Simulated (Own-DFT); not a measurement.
## Calculated data, AlN (wurtzite, atoms displaced)

All values are calculated (Own-DFT development build). A calculation, not a measurement: plane-wave PBE density functional theory by an unreviewed code, no spin, of a simulated periodic cell, stress positive in tension, free energy of the whole cell less one offset for each atom, forces on such cells passed a denser k mesh, this cell's mesh not checked; offsets are fitted by least squares, one for each functional and potential file, so energies compare only between cells with the same atoms and settings and are not formation energies; the far tail of each file's local potential was reset to the Coulomb form; each entry is a single point on an unrelaxed cell, so the pressure reflects the starting lattice, mostly measured values (interpolated for alloys), from which strain is counted, and rises with the displacements; printed positions are rounded, which can move forces by about a meV/angstrom; the program, named Own-DFT, is a retired in-house code; no spin-orbit coupling.

Common to all runs: functional PBE; potential files PseudoDojo norm-conserving, scalar-relativistic, standard set; wave cutoff 42 hartree; occupations Fermi-Dirac; smearing width 0.1 eV; hardware one NVIDIA H100; k mesh 2 x 2 x 2 centred on Gamma.

(1) AlN (wurtzite, atoms displaced)

```
CELL_PARAMETERS angstrom
12.44800 0.00000 0.00000
-6.22400 10.78030 0.00000
0.00000 0.00000 9.96400
ATOMIC_POSITIONS crystal
Al 0.07433 0.13530 0.00424
Al 0.17902 0.11086 0.25885
N 0.07839 0.15624 0.20241
N 0.18319 0.08990 0.43473
Al 0.09170 0.16603 0.50281
Al 0.16635 0.09545 0.75116
N 0.08659 0.16289 0.68872
N 0.16459 0.08137 0.92435
Al 0.08598 0.41407 0.00222
Al 0.18147 0.35220 0.24963
N 0.07351 0.41308 0.19939
N 0.17019 0.33591 0.43778
Al 0.07263 0.41462 0.49193
Al 0.18001 0.33775 0.74697
N 0.07775 0.40306 0.65897
N 0.14971 0.33080 0.93860
Al 0.07829 0.65225 0.00890
Al 0.16222 0.57636 0.23906
N 0.08694 0.65324 0.18399
N 0.16795 0.58565 0.43227
Al 0.07646 0.67117 0.50833
Al 0.15353 0.57029 0.75378
N 0.09125 0.68199 0.69401
N 0.17467 0.57999 0.94659
Al 0.06971 0.91383 0.97830
Al 0.15625 0.83501 0.23552
N 0.08871 0.92312 0.20936
N 0.16115 0.83365 0.45108
Al 0.09174 0.91380 0.49534
Al 0.16666 0.83731 0.74633
N 0.08506 0.90771 0.66749
N 0.17079 0.83917 0.93349
Al 0.32242 0.15515 0.00731
Al 0.42448 0.08796 0.25277
N 0.33246 0.16706 0.18384
N 0.42044 0.08556 0.43382
Al 0.32934 0.16405 0.50266
Al 0.40524 0.09506 0.75149
N 0.32353 0.14444 0.69498
N 0.42058 0.08808 0.94428
Al 0.32475 0.41195 0.00459
Al 0.40271 0.31762 0.23904
N 0.32844 0.41568 0.18377
N 0.41407 0.32587 0.43800
Al 0.33407 0.41076 0.48961
Al 0.41998 0.33017 0.74104
N 0.31986 0.40642 0.69287
N 0.40278 0.31248 0.94482
Al 0.32579 0.65011 0.99432
Al 0.39889 0.57922 0.23295
N 0.33693 0.66430 0.19084
N 0.42286 0.57824 0.43829
Al 0.32843 0.66750 0.51081
Al 0.42551 0.59563 0.76880
N 0.35086 0.69592 0.67885
N 0.42812 0.58865 0.92587
Al 0.32100 0.91731 0.99894
Al 0.42396 0.85588 0.26990
N 0.34541 0.92273 0.22268
N 0.40517 0.82791 0.46001
Al 0.34038 0.92270 0.50051
Al 0.40656 0.83100 0.75092
N 0.35262 0.93636 0.68505
N 0.41346 0.83091 0.93016
Al 0.59478 0.16315 0.01634
Al 0.66789 0.08078 0.25911
N 0.58280 0.16913 0.17771
N 0.65759 0.08030 0.44578
Al 0.58347 0.17610 0.51151
Al 0.67011 0.09003 0.75527
N 0.56579 0.16156 0.67303
N 0.66668 0.08919 0.95566
Al 0.58385 0.41257 0.00212
Al 0.66321 0.32933 0.26546
N 0.59130 0.42084 0.20486
N 0.65468 0.33787 0.45071
Al 0.58807 0.41519 0.50818
Al 0.66459 0.33996 0.74639
N 0.58325 0.40232 0.68788
N 0.67038 0.33805 0.92498
Al 0.58202 0.66668 0.00527
Al 0.65770 0.57803 0.23975
N 0.58113 0.65895 0.18042
N 0.66790 0.57605 0.44690
Al 0.58184 0.67113 0.50009
Al 0.66461 0.58681 0.74783
N 0.57046 0.64554 0.68941
N 0.67501 0.58973 0.93401
Al 0.59875 0.92001 0.00172
Al 0.66403 0.83120 0.25916
N 0.58962 0.92369 0.18661
N 0.66594 0.83215 0.44592
Al 0.57489 0.91186 0.51654
Al 0.67017 0.83505 0.76885
N 0.60109 0.93253 0.69777
N 0.66082 0.82385 0.93554
Al 0.82033 0.16509 0.00365
Al 0.92070 0.09029 0.25654
N 0.84672 0.17434 0.17275
N 0.90120 0.07413 0.45009
Al 0.83826 0.14639 0.49720
Al 0.90891 0.07230 0.75221
N 0.83685 0.15975 0.70069
N 0.91408 0.07186 0.95520
Al 0.83786 0.42755 0.99951
Al 0.90606 0.33233 0.24095
N 0.84066 0.42582 0.20159
N 0.90896 0.33946 0.45270
Al 0.84058 0.40233 0.50728
Al 0.92232 0.33198 0.75227
N 0.82483 0.40925 0.69435
N 0.90389 0.32440 0.94794
Al 0.82383 0.65496 0.00361
Al 0.91008 0.57711 0.25473
N 0.82830 0.65475 0.19901
N 0.92499 0.58663 0.42384
Al 0.83544 0.67404 0.50559
Al 0.93299 0.59055 0.74858
N 0.83303 0.67427 0.68767
N 0.90132 0.58017 0.94217
Al 0.82587 0.90489 0.00506
Al 0.93236 0.85640 0.27264
N 0.84189 0.93754 0.19223
N 0.93732 0.84972 0.43123
Al 0.82316 0.90435 0.49775
Al 0.92280 0.83308 0.77402
N 0.83757 0.91877 0.67470
N 0.92503 0.85307 0.93322
```

- free energy of cell above offsets: -17.840 eV
- pressure: 14.3 GPa
- stress xx: -15.67 GPa
- stress yy: -8.96 GPa
- stress zz: -18.27 GPa
- stress yz: -1.16 GPa
- stress xz: -0.49 GPa
- stress xy: 4.08 GPa
- wall time: 439.2 s

Force:
```
element  x (eV/Å)  y (eV/Å)  z (eV/Å)
     Al    -2.851     3.576     1.354
     Al     2.127    -4.355     -0.04
      N    -0.559     3.286    -2.234
      N    -3.678    -1.398     1.322
     Al    -0.751    -0.082    -0.723
     Al     2.462    -3.175    -2.415
      N    -2.987     1.529    -0.355
      N     0.967    -1.246      3.23
     Al    -3.475    -0.897     1.692
     Al    -4.135    -3.756     1.357
      N     1.894    -0.349    -1.548
      N    -0.844    -0.986    -0.479
     Al     1.806     1.527    -4.445
     Al    -7.037    -4.136     1.762
      N     0.266     1.688     8.071
      N     4.295    -1.388    -0.639
     Al    -0.727     1.797    -2.384
     Al     1.913     1.119     3.029
      N    -3.512     2.969      0.52
      N    -0.581    -0.394      1.33
     Al     1.981    -0.197    -2.737
     Al     1.469     1.361    -1.863
      N     1.341    -4.133     0.465
      N    -4.183    -2.116    -2.318
     Al     6.803     2.217     3.849
     Al     4.264    -1.962      3.07
      N    -1.766     2.246    -3.651
      N     4.351    -1.631    -2.669
     Al    -2.176     3.185    -1.019
     Al     2.048     3.127    -0.687
      N    -2.071     1.278     6.226
      N    -3.069    -2.288      0.98
     Al      1.58    -0.201    -2.399
     Al    -1.105     0.369    -0.331
      N     0.223    -2.113     1.035
      N    -0.426     0.969     1.159
     Al     3.482     0.383      0.62
     Al     11.35    -5.023     3.969
      N    -9.285     7.027    -4.522
      N    -0.448    -0.798     0.678
     Al     0.834    -1.061    -3.556
     Al     2.202     4.812     2.093
      N     2.221      0.34    -0.088
      N     0.006     0.475    -0.065
     Al    -0.056     1.405     1.576
     Al    -1.553    -0.701     1.305
      N     7.206      4.08    -2.259
      N    -0.187     3.901    -0.645
     Al     2.881     5.311     1.464
     Al     6.065    -0.484     4.184
      N    -4.305     2.348    -2.227
      N    -2.199     0.391    -1.028
     Al     0.513    -2.327    -4.086
     Al    -2.023    -1.063    -10.69
      N     0.516     -8.33     2.771
      N    -1.342    -2.296     10.05
     Al     4.789     1.278     0.431
     Al     4.643    -4.562     0.129
      N    -6.121      0.56    -4.691
      N     2.986     1.249      -2.6
     Al     -2.59     0.467     0.229
     Al     0.395     6.745      1.38
      N     -1.94    -2.303      1.28
      N     0.256    -0.374     3.239
     Al    -4.828     2.289    -6.699
     Al     0.149     1.355    -0.869
      N     0.728     0.748     7.964
      N     1.463     0.275    -0.358
     Al     0.123    -1.214    -5.877
     Al     -1.51     0.764    -0.463
      N     1.895      1.15     8.258
      N     1.578    -3.426    -3.415
     Al    -0.158    -0.615    -0.109
     Al     0.272      1.06    -0.984
      N    -1.778    -3.481    -2.928
      N     6.378    -2.653    -2.086
     Al    -4.295      2.16    -0.886
     Al     3.373    -3.791     0.672
      N    -4.997     3.758     0.277
      N     0.099    -0.566     3.793
     Al      1.11     -0.85    -2.032
     Al     1.791     1.475     3.249
      N    -1.711      1.54      2.17
      N    -1.024     2.524    -0.539
     Al     1.143    -2.903     0.375
     Al     2.081    -1.482    -0.528
      N    -0.067     3.541    -0.333
      N    -2.722    -1.447     0.615
     Al    -3.801    -0.532    -0.663
     Al     0.315     0.358    -1.449
      N     0.064    -1.481     1.605
      N    -1.782    -0.306    -0.847
     Al     0.231     0.905    -0.479
     Al    -0.036     0.403    -7.285
      N    -0.302    -2.927     0.868
      N     1.154     0.899     4.702
     Al     4.212     0.186    -2.054
     Al    -1.115     0.847     0.017
      N     -1.58    -0.752     5.765
      N     10.04    -3.736    -4.571
     Al    -11.07     6.893     4.835
     Al     1.644     0.911     0.858
      N    -1.221     1.512    -0.866
      N    -1.837      0.02    -2.413
     Al    -0.872    -3.884     0.652
     Al     1.702    -0.325     1.529
      N    -2.069    -3.497    -2.586
      N     9.739    -7.945    -6.132
     Al    -11.78      6.78     3.132
     Al     -1.09    -1.327    -0.219
      N     2.925     2.084    -0.315
      N     1.371     3.326    -1.249
     Al     0.258     2.188     2.351
     Al     0.841     2.514    -1.652
      N    -1.206     2.627    -2.018
      N     -1.03    -0.286     6.321
     Al     0.899    -0.785    -2.423
     Al    -4.104    -1.691     0.132
      N     1.237    -0.631     1.996
      N     4.353     2.087    -1.758
     Al    -0.592     2.078     1.092
     Al    -1.474    -1.328     -8.95
      N    -0.142    -4.987     0.453
      N    -3.234    -2.377     7.915
     Al     2.458     1.548    -0.199
     Al    -0.503    -0.336     -11.3
      N    -0.027    -2.021     4.168
      N    -3.814    -4.107     5.307
```

(2) AlN (wurtzite, atoms displaced)

```
CELL_PARAMETERS angstrom
12.44800 0.00000 0.00000
-6.22400 10.78030 0.00000
0.00000 0.00000 9.96400
ATOMIC_POSITIONS crystal
Al 0.08176 0.18407 0.01993
Al 0.16503 0.08016 0.24478
N 0.09370 0.15870 0.20068
N 0.15944 0.08850 0.43024
Al 0.07231 0.15307 0.49186
Al 0.17239 0.07120 0.74876
N 0.08898 0.17753 0.69355
N 0.17926 0.08914 0.95481
Al 0.08154 0.42732 0.01024
Al 0.14872 0.32651 0.24226
N 0.08228 0.40883 0.19681
N 0.16465 0.33729 0.43654
Al 0.08355 0.42658 0.49135
Al 0.15242 0.33084 0.75148
N 0.07973 0.41004 0.67820
N 0.17734 0.33374 0.92450
Al 0.08516 0.66992 0.01516
Al 0.15278 0.57918 0.24359
N 0.08784 0.67792 0.20168
N 0.16718 0.59872 0.44264
Al 0.09068 0.67951 0.51180
Al 0.16839 0.58873 0.73083
N 0.07628 0.65268 0.67575
N 0.15622 0.56651 0.93442
Al 0.09352 0.92003 0.98382
Al 0.16762 0.83827 0.24015
N 0.08117 0.93278 0.22189
N 0.15308 0.81936 0.45239
Al 0.08957 0.92380 0.51673
Al 0.15850 0.81060 0.75581
N 0.07692 0.90968 0.68953
N 0.17983 0.84051 0.93374
Al 0.33109 0.15869 0.99094
Al 0.40567 0.07110 0.25386
N 0.33220 0.15846 0.18633
N 0.41423 0.09118 0.44301
Al 0.33511 0.16401 0.51933
Al 0.39137 0.05144 0.74929
N 0.34005 0.16238 0.68985
N 0.42409 0.06946 0.94098
Al 0.33379 0.41405 0.99425
Al 0.41844 0.34002 0.24225
N 0.32823 0.42334 0.18797
N 0.42203 0.33944 0.43715
Al 0.33886 0.42054 0.49501
Al 0.41481 0.33255 0.76158
N 0.33967 0.41627 0.67818
N 0.40502 0.33011 0.92243
Al 0.33395 0.66599 0.00752
Al 0.42050 0.58883 0.25198
N 0.33611 0.66011 0.17059
N 0.41921 0.58952 0.42539
Al 0.33135 0.65074 0.49154
Al 0.42380 0.59077 0.72351
N 0.33417 0.66393 0.68045
N 0.42074 0.58441 0.93887
Al 0.33096 0.91162 0.01071
Al 0.41903 0.82417 0.26059
N 0.32232 0.90361 0.19555
N 0.41953 0.82501 0.43477
Al 0.33078 0.90117 0.50499
Al 0.41917 0.83844 0.74850
N 0.32449 0.91265 0.70155
N 0.41540 0.82736 0.93647
Al 0.57606 0.17472 0.00916
Al 0.65673 0.08029 0.25406
N 0.57777 0.17429 0.18505
N 0.65466 0.06957 0.43257
Al 0.58321 0.16921 0.51560
Al 0.66804 0.07453 0.73813
N 0.57596 0.15987 0.71001
N 0.67715 0.08892 0.93825
Al 0.57719 0.42301 0.00465
Al 0.67312 0.33931 0.25916
N 0.59258 0.41736 0.19983
N 0.68683 0.34378 0.45444
Al 0.58213 0.41567 0.49211
Al 0.65115 0.33378 0.76143
N 0.58976 0.42475 0.68175
N 0.66675 0.33993 0.94471
Al 0.59536 0.66194 0.99769
Al 0.67673 0.59140 0.26524
N 0.57001 0.66305 0.18598
N 0.67035 0.58424 0.43727
Al 0.58996 0.68367 0.49375
Al 0.67341 0.59413 0.75010
N 0.57592 0.65700 0.69671
N 0.68016 0.58611 0.94119
Al 0.60280 0.92753 0.99641
Al 0.67046 0.82940 0.25570
N 0.57951 0.92355 0.17861
N 0.65362 0.82566 0.44595
Al 0.59104 0.91493 0.48969
Al 0.66680 0.83882 0.74675
N 0.56936 0.92665 0.68264
N 0.68527 0.84130 0.93585
Al 0.84967 0.16946 0.98535
Al 0.91573 0.07802 0.25159
N 0.83536 0.17751 0.19068
N 0.91067 0.07281 0.43705
Al 0.82548 0.16062 0.50738
Al 0.92462 0.05963 0.75486
N 0.81371 0.16294 0.71136
N 0.90786 0.08196 0.95157
Al 0.83073 0.42002 0.99767
Al 0.91175 0.32021 0.25619
N 0.82806 0.42694 0.19720
N 0.90973 0.32842 0.43941
Al 0.82786 0.41447 0.50196
Al 0.89981 0.32623 0.74842
N 0.82944 0.40579 0.68897
N 0.93217 0.33487 0.92723
Al 0.83076 0.65366 0.00420
Al 0.91936 0.58122 0.24832
N 0.83177 0.65836 0.17998
N 0.92096 0.59172 0.44023
Al 0.82654 0.66132 0.49272
Al 0.91217 0.57114 0.74908
N 0.82081 0.66688 0.69082
N 0.91537 0.58906 0.93455
Al 0.82536 0.91817 0.98673
Al 0.92223 0.83593 0.26363
N 0.81142 0.89664 0.18855
N 0.91468 0.83353 0.43559
Al 0.83020 0.92722 0.49130
Al 0.91541 0.82788 0.76605
N 0.81839 0.90331 0.69424
N 0.90643 0.82744 0.93671
```

- free energy of cell above offsets: -24.011 eV
- pressure: 12.02 GPa
- stress xx: -10.55 GPa
- stress yy: -12.29 GPa
- stress zz: -13.21 GPa
- stress yz: 0.42 GPa
- stress xz: 0.17 GPa
- stress xy: -2.1 GPa
- wall time: 423.7 s

Force:
```
element  x (eV/Å)  y (eV/Å)  z (eV/Å)
     Al     1.971    -1.773    -2.962
     Al     4.485     4.663     2.036
      N    -6.701     2.881    -1.846
      N     3.163    -1.402     3.067
     Al     0.135     4.285     1.685
     Al    -1.736     3.008     1.117
      N     0.335    -5.632    -1.251
      N    -4.554    -2.781    -3.042
     Al     1.478    -3.943    -0.977
     Al     6.395    -0.381     3.533
      N    -4.848     2.783    -1.695
      N    -0.217     -0.65    -0.544
     Al     0.399    -1.667     0.679
     Al     1.918     2.133    -2.035
      N    -1.928      1.64     0.356
      N    -2.256    -0.572      4.32
     Al     0.299    -0.846     -2.76
     Al     3.092     0.932      1.61
      N    -0.592    -2.253    -2.209
      N     1.294    -2.173    -1.628
     Al    -1.582      -5.6    -4.259
     Al     1.812    -3.721     1.924
      N    -1.333     1.085     6.138
      N      -0.4      6.28     -0.49
     Al    -2.454    -0.053     1.778
     Al    -2.917     0.704     3.825
      N     2.437    -7.963    -4.449
      N     1.023     8.039    -2.291
     Al    -0.733    -1.059    -5.433
     Al    -0.598     1.364    -1.694
      N     0.564    -0.399     3.674
      N    -2.145    -2.351     1.736
     Al     3.877     1.989     2.034
     Al     0.524     2.092    -0.193
      N    -0.403     1.306    -0.411
      N     1.965    -2.372     0.331
     Al    -1.838     1.832    -5.458
     Al     2.706     10.71     3.435
      N    -1.242    -0.725     3.827
      N    -3.318     0.782    -0.216
     Al    -1.022     2.318     0.424
     Al    -0.171    -1.372     1.062
      N     0.904    -1.838    -0.373
      N    -0.322    -1.472    -0.405
     Al    -0.787    -1.344    -0.667
     Al     0.393     1.207    -8.822
      N    -1.127     0.203     1.152
      N     2.581    -0.526     8.354
     Al     1.074    -0.498    -7.231
     Al    -1.761    -2.241    -3.285
      N     -2.26     0.619     8.213
      N     2.051    -0.896     3.168
     Al    -2.435     2.514     0.638
     Al    -3.051    -4.164     4.232
      N    -0.906     1.483    -0.314
      N     0.763    -0.024    -0.933
     Al      3.27     0.408     -1.02
     Al    -0.688     0.115    -4.468
      N     2.231     1.337     0.181
      N    -0.535     0.243     2.667
     Al     -1.05     1.176    -0.815
     Al     -0.94    -2.316     1.457
      N      0.24    -8.857    -4.349
      N     0.008     0.775     0.349
     Al     2.987     -0.92     -2.73
     Al     0.225      1.42    -3.172
      N     0.931    -0.965     3.706
      N     0.602     2.835     2.067
     Al    -0.302    -0.166    -0.163
     Al    -6.595      0.34     4.835
      N    -0.636     0.163    -2.049
      N    -0.494     0.164     0.306
     Al     1.305    -0.783     0.072
     Al    -0.693    -1.785     0.243
      N    -2.745     1.243    -1.079
      N    -7.998    -5.071    -3.424
     Al     0.713       0.4     1.158
     Al     1.935     -1.05    -1.757
      N    -1.121    -0.575     1.451
      N    -1.056    -0.047     0.448
     Al    -3.242     1.174     -0.09
     Al    -1.035    -1.135    -4.734
      N      4.34     1.656     0.571
      N    -2.255     0.349     2.166
     Al     0.922    -8.983     2.846
     Al     -1.99     -3.34      0.59
      N     2.983     4.887    -2.718
      N    -2.685     -1.62    -0.845
     Al    -2.071    -0.874    -0.438
     Al    -5.066    -1.862    -0.855
      N     0.977    -1.522     2.529
      N     3.368     5.802    -2.786
     Al      -4.9     0.175     2.063
     Al    -2.893    -2.359      1.21
      N     3.775    -3.198    -1.854
      N    -7.142    -4.536    -2.378
     Al    -7.907     3.162     1.915
     Al    -1.009     -0.47    -1.801
      N     1.152    -5.167    -1.433
      N    -1.574     4.152    -0.316
     Al    -0.082     1.082     0.029
     Al    -1.719     3.597     0.463
      N     7.713     1.914    -4.757
      N     7.431    -2.279    -2.075
     Al     1.065    -0.702     0.619
     Al    -1.319     4.384     0.665
      N     3.485    -2.184     -2.21
      N     0.463    -0.039     0.819
     Al     6.498     4.296      1.71
     Al     3.778     0.294    -0.157
      N    -2.912     2.133      0.54
      N    -2.246     0.261     2.412
     Al    -0.455     3.058    -0.563
     Al    -1.343     1.955     1.968
      N     0.355     1.852     3.295
      N     0.336    -1.394     0.331
     Al      1.76      1.97      1.94
     Al    -1.269     0.478    -1.184
      N     4.924     1.366     -1.35
      N      3.11      -0.9     0.429
     Al     6.417     1.513     4.627
     Al    -1.605    -1.362     -3.75
      N     5.133     4.183    -0.852
      N    -1.065      0.27     4.101
     Al     1.748    -6.442     2.251
     Al    -0.824    -1.356     -4.59
      N     3.207     2.199    -2.197
      N     2.072     1.316     3.461
```
